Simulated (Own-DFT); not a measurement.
Simulation results for Hf36O71 (tetragonal hafnia with one neutral oxygen vacancy, atoms displaced)

All values are calculated (Own-DFT development build). A calculation, not a measurement: plane-wave PBE and HSE06 DFT by an unreviewed code, no spin, of a simulated cell at Gamma alone, so results move with cell size and shape, stress positive in tension, energies less offsets, not probed for a lower state with spin; hafnium file: forces about 75 meV/angstrom off all-electron values; oxygen file: force components 24 meV/angstrom off all-electron in a glass; k mesh not checked against a denser one; forces and stress are PBE's, HSE06 gives the energy alone, and its difference from PBE has offsets of its own; offsets are fitted by least squares, one for each functional and potential file, so energies compare only between cells with the same atoms and settings and are not formation energies; the far tail of each file's local potential was reset to the Coulomb form; each entry is a single point on an unrelaxed cell, so the pressure reflects the starting lattice, taken from the Materials Project, from which strain is counted, and rises with the displacements; printed positions are rounded, which can move forces by about a meV/angstrom; the program is a retired in-house code; no spin-orbit coupling.

Settings shared by all entries: first functional PBE; second functional HSE06; exact exchange share 0.25; screening 0.11 1/bohr; exchange divergence Gygi-Baldereschi; potential files PseudoDojo norm-conserving, scalar-relativistic, made for PBE, standard set; wave cutoff 48 hartree; occupations fixed; k mesh 1 x 1 x 1 centred on Gamma.

(1) Hf36O71 (tetragonal hafnia with one neutral oxygen vacancy, atoms displaced)

```
Hf36O71
1.0
     10.7800     0.0000     0.0000
      0.0000    10.7800     0.0000
      0.0000     0.0000    10.4493
Hf O Hf O Hf O Hf O Hf O Hf O Hf O Hf O Hf O Hf O Hf O Hf O Hf O Hf O Hf O Hf O Hf O Hf O
2 4 2 4 2 4 2 4 2 4 2 3 2 4 2 4 2 4 2 4 2 4 2 4 2 4 2 4 2 4 2 4 2 4 2 4
Direct
  0.99772 0.00514 0.00369
  0.16726 0.16890 0.24438
  0.99954 0.16785 0.15178
  0.17185 0.00222 0.34821
  0.99821 0.16680 0.40275
  0.17000 0.00172 0.10131
  0.99651 0.00114 0.49792
  0.16882 0.16699 0.75186
  0.00073 0.16539 0.65105
  0.16334 0.99663 0.84938
  0.99978 0.16629 0.90458
  0.16336 0.99454 0.59227
  0.00025 0.33567 0.99726
  0.17134 0.49658 0.25398
  0.00129 0.49814 0.15062
  0.17010 0.33115 0.35015
  0.99179 0.50441 0.40144
  0.16579 0.32753 0.09640
  0.00087 0.33153 0.49546
  0.16596 0.49748 0.75273
  0.99973 0.50104 0.65040
  0.16821 0.33937 0.84546
  0.00885 0.49856 0.90106
  0.16440 0.33331 0.59762
  0.99824 0.66797 0.00705
  0.16924 0.83524 0.25190
  0.99620 0.83418 0.15157
  0.16462 0.67135 0.34748
  0.00088 0.83402 0.40355
  0.16279 0.66913 0.09851
  0.99878 0.66263 0.49915
  0.16347 0.83354 0.75315
  0.99805 0.83684 0.64934
  0.17158 0.66712 0.84307
  0.16610 0.66567 0.59637
  0.33470 0.99981 0.99927
  0.49540 0.16746 0.25290
  0.33346 0.16378 0.14879
  0.49929 0.00134 0.34403
  0.33049 0.16635 0.40395
  0.50536 0.00264 0.09696
  0.32751 0.00098 0.49556
  0.49994 0.16561 0.75102
  0.32836 0.16639 0.64845
  0.49685 0.00374 0.84966
  0.34127 0.16311 0.90309
  0.50051 0.99827 0.60034
  0.33055 0.32835 0.99818
  0.50187 0.49869 0.25528
  0.33338 0.49697 0.14783
  0.49929 0.33066 0.34871
  0.33412 0.49516 0.40370
  0.49588 0.33481 0.09657
  0.32850 0.33127 0.49555
  0.49884 0.50232 0.75502
  0.33304 0.50043 0.65694
  0.49765 0.33399 0.85176
  0.33545 0.50328 0.89886
  0.50041 0.33301 0.59487
  0.33609 0.66801 0.00174
  0.50091 0.83072 0.25451
  0.32857 0.83726 0.15474
  0.50188 0.66985 0.34859
  0.33109 0.82821 0.39809
  0.49763 0.66441 0.09388
  0.33219 0.66213 0.50108
  0.50046 0.83040 0.74810
  0.33254 0.83199 0.65123
  0.49683 0.66187 0.84628
  0.33306 0.83444 0.90467
  0.49968 0.66887 0.60134
  0.66671 0.99717 0.00109
  0.83256 0.16763 0.24823
  0.66631 0.16699 0.15049
  0.83777 0.99857 0.34519
  0.66562 0.17060 0.40411
  0.82912 0.00314 0.09828
  0.66543 0.00077 0.49696
  0.83062 0.16682 0.75000
  0.66535 0.16853 0.65181
  0.83519 0.99571 0.84619
  0.65999 0.16615 0.90451
  0.83408 0.00097 0.60003
  0.66993 0.33404 0.99765
  0.83313 0.50411 0.25507
  0.66880 0.50126 0.15279
  0.83584 0.33322 0.34892
  0.66891 0.49796 0.40569
  0.83069 0.33598 0.10147
  0.66233 0.32842 0.49832
  0.83403 0.50203 0.75421
  0.66866 0.49874 0.65412
  0.83413 0.33414 0.84962
  0.66912 0.49971 0.90911
  0.83242 0.32954 0.59134
  0.66609 0.66574 0.00128
  0.83351 0.83851 0.25110
  0.66925 0.83102 0.15147
  0.83564 0.66353 0.34726
  0.66384 0.82785 0.39813
  0.83407 0.66452 0.09989
  0.66827 0.67113 0.50552
  0.83352 0.82920 0.75077
  0.66647 0.82947 0.65609
  0.83404 0.66524 0.84380
  0.66276 0.83643 0.91235
  0.83492 0.66458 0.59478
```

- PBE energy of cell above offsets: -100.459 eV
- HSE06 less PBE above offsets: -0.121 eV
- PBE pressure: 1.18 GPa
- PBE stress xx: 0.78 GPa
- PBE stress yy: -2.52 GPa
- PBE stress zz: -1.81 GPa
- PBE stress yz: -0.24 GPa
- PBE stress xz: 0.22 GPa
- PBE stress xy: 0 GPa

Force:
| element | x (eV/Å) | y (eV/Å) | z (eV/Å) |
| --- | --- | --- | --- |
| Hf | 0.355 | -1.277 | -0.171 |
| Hf | -0.222 | -0.998 | 0.151 |
| O | -0.124 | -0.257 | 0.102 |
| O | -0.104 | 0.246 | -0.243 |
| O | 0.258 | -0.117 | -0.562 |
| O | -1.041 | 0.272 | -0.512 |
| Hf | 0.361 | -0.462 | 0.587 |
| Hf | -0.853 | -0.169 | -0.643 |
| O | 0.141 | 0.082 | 0.686 |
| O | -0.135 | 0.849 | 0.072 |
| O | 0.129 | 0.5 | -0.296 |
| O | 0.466 | 0.363 | 0.412 |
| Hf | -0.774 | 0.214 | 0.891 |
| Hf | -0.75 | 1.368 | -1.128 |
| O | 0.453 | -0.226 | 0.567 |
| O | -0.27 | 0.404 | -0.227 |
| O | 1.012 | -1.433 | -0.244 |
| O | 0.06 | 0.008 | 0.227 |
| Hf | -1.272 | 0.396 | 0.855 |
| Hf | 0.044 | 1.699 | -1.007 |
| O | -0.299 | -0.08 | 0.353 |
| O | 0.275 | -2.472 | 0.835 |
| O | -0.682 | 0.655 | 0.227 |
| O | 0.288 | 0.052 | -0.148 |
| Hf | 0.541 | 0.243 | -0.607 |
| Hf | -0.769 | -0.024 | -0.127 |
| O | 0.398 | 0.248 | -0.22 |
| O | 0.296 | -1.787 | -0.051 |
| O | -0.246 | 0.028 | -0.178 |
| O | 0.777 | -0.074 | -0.114 |
| Hf | 0.63 | 0.972 | 0.197 |
| Hf | 0.229 | -0.52 | -0.924 |
| O | -0.183 | -0.393 | 1.272 |
| O | -0.57 | 0.312 | 0.511 |
| O | 0.059 | -0.071 | -0.358 |
| Hf | 0.587 | -0.631 | 0.593 |
| Hf | 1.004 | -0.065 | -1.625 |
| O | -0.001 | 0.331 | 0.445 |
| O | 0.157 | -0.381 | 0.741 |
| O | 0.416 | 0.101 | -0.854 |
| O | -1.16 | -0.374 | 0.222 |
| Hf | 0.015 | -1.132 | 0.844 |
| Hf | -0.158 | 0.389 | 0.015 |
| O | 0.465 | -0.178 | 0.488 |
| O | 0.183 | -1.18 | -0.607 |
| O | -1.151 | 0.608 | -0.587 |
| O | 0.18 | 0.088 | -0.816 |
| Hf | 1.333 | 1.368 | -0.078 |
| Hf | 0.478 | -0.158 | -1.155 |
| O | -0.372 | 0.266 | 1.133 |
| O | -0.141 | 0.48 | -0.108 |
| O | -0.104 | 0.947 | -0.656 |
| O | 0.562 | -0.075 | 0.245 |
| Hf | 0.663 | -0.258 | 1.897 |
| Hf | -0.209 | -1.399 | -0.961 |
| O | 0.228 | -0.019 | -0.754 |
| O | 0.114 | -0.051 | -0.722 |
| O | -0.225 | -0.653 | 0.877 |
| O | -0.933 | -0.174 | 0.123 |
| Hf | -1.478 | -0.396 | -0.665 |
| Hf | -0.263 | 0.643 | -1.142 |
| O | 1.576 | -0.281 | -0.323 |
| O | -0.304 | -1.375 | 0.086 |
| O | 0.357 | 0.631 | 0.569 |
| O | 0.653 | 0.322 | 0.824 |
| Hf | -0.405 | 0.931 | 0.769 |
| Hf | -1.197 | 0.696 | 0.363 |
| O | 0.199 | 0.089 | 0.273 |
| O | 0.582 | 1.587 | 0.661 |
| O | 0.346 | -0.205 | -0.146 |
| O | 0.081 | -0.12 | -0.436 |
| Hf | -0.464 | 1.236 | 0.266 |
| Hf | -0.316 | 0.924 | -0.159 |
| O | -0.227 | 0.303 | 0.957 |
| O | -0.644 | 0.787 | 0.662 |
| O | 0.101 | -2.003 | -0.718 |
| O | 0.908 | -0.031 | 0.181 |
| Hf | -0.092 | 0.119 | 0.74 |
| Hf | 0.526 | -0.192 | -0.57 |
| O | 0.127 | -0.328 | 0.177 |
| O | 0.217 | 0.461 | 0.253 |
| O | 0.735 | 0.034 | -0.689 |
| O | -1.17 | 0.075 | -0.712 |
| Hf | -0.952 | -0.676 | 1.184 |
| Hf | 0.206 | -1.185 | -0.706 |
| O | -0.978 | 0.191 | 0.562 |
| O | 0.009 | -0.25 | -0.531 |
| O | -0.547 | 0.592 | -0.231 |
| O | 0.756 | -0.403 | -0.732 |
| Hf | 0.872 | 1.613 | 1.049 |
| Hf | 0.018 | -0.899 | -1.572 |
| O | -0.106 | 0.32 | 0.734 |
| O | -0.064 | -0.218 | -0.017 |
| O | 0.049 | 0.422 | -0.859 |
| O | 0.325 | -0.187 | 0.622 |
| Hf | 0.22 | 0.164 | 0.808 |
| Hf | 0.223 | -1.546 | -0.378 |
| O | -0.505 | -0.074 | 0.565 |
| O | -0.332 | 1.809 | 0.311 |
| O | 0.256 | 1.519 | 0.627 |
| O | -0.28 | -0.063 | -0.462 |
| Hf | -0.209 | -1.562 | -0.281 |
| Hf | 1.056 | 0.94 | -0.318 |
| O | 0.177 | -0.012 | -0.483 |
| O | 0.052 | 0.398 | 1.001 |
| O | -0.082 | -1.553 | -1.557 |
| O | -0.407 | 0.349 | 0.555 |

(2) Hf36O71 (tetragonal hafnia with one neutral oxygen vacancy, atoms displaced)

```
Hf36O71
1.0
     10.7800     0.0000     0.0000
      0.0000    10.7800     0.0000
      0.0000     0.0000    10.4493
Hf O Hf O Hf O Hf O Hf O Hf O Hf O Hf O Hf O Hf O Hf O Hf O Hf O Hf O Hf O Hf O Hf O Hf O
2 4 2 4 2 4 2 4 2 4 2 4 2 4 2 4 2 4 2 4 2 4 2 4 2 3 2 4 2 4 2 4 2 4 2 4
Direct
  0.99855 0.00258 0.99855
  0.16363 0.16437 0.25004
  0.99558 0.17173 0.15033
  0.16901 0.00596 0.35101
  0.00630 0.17298 0.40441
  0.16791 0.99502 0.09918
  0.00255 0.99826 0.49971
  0.16848 0.16326 0.74501
  0.99166 0.16267 0.64872
  0.17137 0.00353 0.85506
  0.99854 0.17477 0.90467
  0.16916 0.99778 0.60562
  0.99019 0.33313 0.00523
  0.16588 0.50017 0.24643
  0.99623 0.50474 0.15632
  0.16727 0.33097 0.35493
  0.00889 0.50134 0.40529
  0.17054 0.32972 0.09344
  0.99888 0.33263 0.50343
  0.17441 0.50107 0.75237
  0.00323 0.49892 0.65484
  0.16457 0.32940 0.84637
  0.99659 0.49319 0.90108
  0.17081 0.34237 0.60645
  0.00103 0.67465 0.00501
  0.16204 0.83215 0.25644
  0.00398 0.83693 0.14783
  0.17294 0.67286 0.34820
  0.00034 0.83959 0.40207
  0.15931 0.66870 0.09796
  0.00512 0.66506 0.50760
  0.16282 0.83777 0.75003
  0.00017 0.82952 0.65059
  0.16635 0.66721 0.85273
  0.99865 0.83125 0.90246
  0.16850 0.66032 0.60343
  0.33587 0.00012 0.99769
  0.49929 0.15246 0.24686
  0.33597 0.16452 0.14547
  0.50622 0.00327 0.35457
  0.33496 0.16570 0.39427
  0.49236 0.99334 0.09895
  0.32359 0.00643 0.50928
  0.49845 0.16967 0.74571
  0.33629 0.16299 0.65572
  0.49890 0.99841 0.84075
  0.32847 0.16800 0.89360
  0.49910 0.98850 0.59086
  0.32606 0.32765 0.99980
  0.49555 0.50876 0.25188
  0.32686 0.49732 0.15076
  0.49587 0.34283 0.34515
  0.32808 0.50678 0.39797
  0.49854 0.32955 0.09643
  0.32803 0.33047 0.49970
  0.50398 0.49508 0.75048
  0.33235 0.50441 0.65864
  0.50114 0.33338 0.84000
  0.33012 0.49965 0.90407
  0.49994 0.33054 0.59600
  0.33004 0.65745 0.98937
  0.49799 0.82729 0.24473
  0.33794 0.82035 0.15039
  0.49889 0.66733 0.34792
  0.33095 0.83373 0.41391
  0.50666 0.66780 0.09980
  0.33016 0.66262 0.50161
  0.48868 0.82722 0.74816
  0.33486 0.83088 0.65440
  0.50030 0.66379 0.84844
  0.32569 0.82731 0.90040
  0.49094 0.67537 0.59525
  0.66014 0.00160 0.99311
  0.84109 0.16593 0.25191
  0.83684 0.99620 0.35014
  0.66721 0.16380 0.40090
  0.83292 0.99949 0.10612
  0.66902 0.00564 0.50155
  0.82462 0.17243 0.74410
  0.66179 0.16910 0.65734
  0.83327 0.00428 0.84253
  0.67391 0.17190 0.90023
  0.82711 0.00131 0.59579
  0.66296 0.33113 0.99230
  0.83263 0.49411 0.24853
  0.67096 0.49535 0.14940
  0.82429 0.33506 0.34520
  0.66776 0.49864 0.40412
  0.82714 0.32442 0.10565
  0.67149 0.33413 0.49710
  0.82741 0.49527 0.74787
  0.66342 0.50572 0.65690
  0.82723 0.33923 0.84401
  0.66359 0.48754 0.89744
  0.82852 0.33341 0.60710
  0.66982 0.65891 0.01146
  0.83532 0.83202 0.25290
  0.66500 0.83119 0.14458
  0.82421 0.66392 0.33870
  0.66482 0.84091 0.40070
  0.82272 0.66682 0.10713
  0.66999 0.66521 0.50267
  0.83396 0.82542 0.74420
  0.66591 0.83291 0.64797
  0.83296 0.66946 0.84063
  0.66038 0.83453 0.90065
  0.84077 0.66482 0.59775
```

* PBE energy of cell above offsets: -96.592 eV
* HSE06 less PBE above offsets: 0.080 eV
* PBE pressure: 2.05 GPa
* PBE stress xx: -2.54 GPa
* PBE stress yy: -1.38 GPa
* PBE stress zz: -2.25 GPa
* PBE stress yz: 0.51 GPa
* PBE stress xz: -0.18 GPa
* PBE stress xy: -0.1 GPa

Force:
| element | x (eV/Å) | y (eV/Å) | z (eV/Å) |
| --- | --- | --- | --- |
| Hf | -0.612 | 0.155 | 0.02 |
| Hf | 1.237 | 0.776 | -0.564 |
| O | 1.701 | -0.424 | 0.29 |
| O | -0.567 | -0.884 | 0.444 |
| O | -0.557 | -1.094 | -0.427 |
| O | -0.133 | 0.565 | 0.082 |
| Hf | -1.796 | 1.148 | 0.317 |
| Hf | -1.046 | 1.383 | 1.969 |
| O | 1.522 | 0.327 | -0.037 |
| O | -0.869 | -0.48 | -1.065 |
| O | -0.135 | -1.137 | -0.098 |
| O | -1.839 | 0.093 | 0.543 |
| Hf | 0.982 | 0.456 | -1.126 |
| Hf | 0.081 | 0.211 | 1.08 |
| O | 0.396 | -0.698 | -0.387 |
| O | 0.034 | 0.313 | -0.862 |
| O | -0.532 | -0.247 | 0.128 |
| O | -2.2 | 0.238 | 1.322 |
| Hf | 1.037 | 1.222 | 0.725 |
| Hf | -2.013 | -0.803 | 0.722 |
| O | -0.766 | -0.008 | -0.292 |
| O | 0.632 | 0.224 | -0.283 |
| O | -0.099 | 1.192 | 1.124 |
| O | -0.736 | -1.19 | -1.002 |
| Hf | -0.968 | -1.611 | -0.769 |
| Hf | 1.753 | 0.662 | -1.185 |
| O | -1.009 | -0.54 | 0.571 |
| O | -0.928 | -1.149 | 0.066 |
| O | 0.374 | -1.66 | -0.147 |
| O | 1.116 | -0.482 | 0.373 |
| Hf | 0.322 | -0.571 | -0.6 |
| Hf | 1.314 | -0.797 | 1.261 |
| O | 0.51 | 0.538 | -0.486 |
| O | -0.248 | 0.085 | -0.321 |
| O | 0.236 | 1.147 | -0.439 |
| O | -0.576 | 0.594 | -0.047 |
| Hf | -1.285 | -0.211 | -0.312 |
| Hf | 0.716 | 1.731 | 0.286 |
| O | -1.031 | -0.254 | 0.182 |
| O | -0.703 | -0.891 | -1.554 |
| O | -0.431 | 0.336 | 1.226 |
| O | 1.171 | 0.721 | -0.062 |
| Hf | 3.658 | -1.418 | -2.254 |
| Hf | 0.063 | -0.72 | 0.806 |
| O | -1.123 | 0.058 | -1.735 |
| O | -0.264 | 0.916 | 0.835 |
| O | 0.59 | -0.468 | 0.543 |
| O | -0.584 | 1.022 | 0.722 |
| Hf | 1.454 | -0.124 | -0.188 |
| Hf | 0.306 | -1.969 | -0.711 |
| O | 0.829 | 0.603 | -0.187 |
| O | 0.099 | -1.067 | 0.034 |
| O | -0.066 | -1.48 | 0.384 |
| O | 0.19 | -0.053 | -1.054 |
| Hf | 1.278 | 0.724 | -1.458 |
| Hf | -0.937 | 1.216 | 0.107 |
| O | 1.449 | -0.298 | -0.878 |
| O | -0.281 | -0.73 | 0.801 |
| O | -0.017 | -1.75 | -0.762 |
| O | -0.198 | 0.209 | -0.278 |
| Hf | 0.357 | 2.33 | 1.986 |
| Hf | 1.1 | 1.177 | 0.846 |
| O | -1.564 | 0.398 | 0.583 |
| O | 0.262 | 0.094 | 0.474 |
| O | -0.337 | 0.829 | -0.585 |
| O | -1.382 | -0.947 | 0.043 |
| Hf | 0.34 | 1.242 | -0.244 |
| Hf | 2.894 | 0.231 | 0.164 |
| O | -3.008 | 0.491 | 0.05 |
| O | -0.557 | -0.762 | 0.017 |
| O | 0.518 | 0.873 | 0.002 |
| O | 1.895 | -0.772 | 0.051 |
| Hf | 1.206 | -1.316 | 0.491 |
| Hf | -2.687 | -1.044 | -0.241 |
| O | 0.718 | 1.154 | 0.148 |
| O | 0.348 | 1.732 | -0.046 |
| O | 0.027 | 0.492 | -1.227 |
| Hf | -1.811 | -2.028 | -0.725 |
| Hf | 1.166 | -1.18 | 1.63 |
| O | 0.095 | -0.158 | -1.333 |
| O | 0.317 | -0.631 | 0.265 |
| O | -0.629 | -1.359 | 0.112 |
| O | 2.078 | 0.091 | 0.146 |
| Hf | -0.539 | 0.002 | 2.346 |
| Hf | -0.965 | 1.242 | -0.051 |
| O | -0.951 | 0.288 | 0.127 |
| O | 0.91 | -0.801 | 1.528 |
| O | 0.016 | 0.49 | 0.401 |
| O | 0.021 | 0.03 | -0.741 |
| Hf | -1.883 | -0.546 | -0.93 |
| Hf | 2.019 | 1.405 | 0.812 |
| O | 0.266 | 0.263 | -1.557 |
| O | 0.379 | -1.487 | 0.947 |
| O | 0.062 | 2.544 | -0.006 |
| O | 0.519 | 0.285 | -1.319 |
| Hf | -1.067 | 1.28 | -2.048 |
| Hf | -1.754 | 0.566 | -0.847 |
| O | 0.278 | 0.274 | 0.907 |
| O | 0.482 | 0.066 | 1.566 |
| O | 0.653 | -1.598 | 0.111 |
| O | 2.979 | 0.211 | -0.859 |
| Hf | -0.895 | 1.92 | -0.548 |
| Hf | -2.028 | 1.819 | 0.71 |
| O | 0.432 | -0.947 | 0.553 |
| O | -0.231 | -1.428 | 1.019 |
| O | 0.487 | -0.51 | 0.41 |
| O | -1.03 | 0.032 | -0.532 |
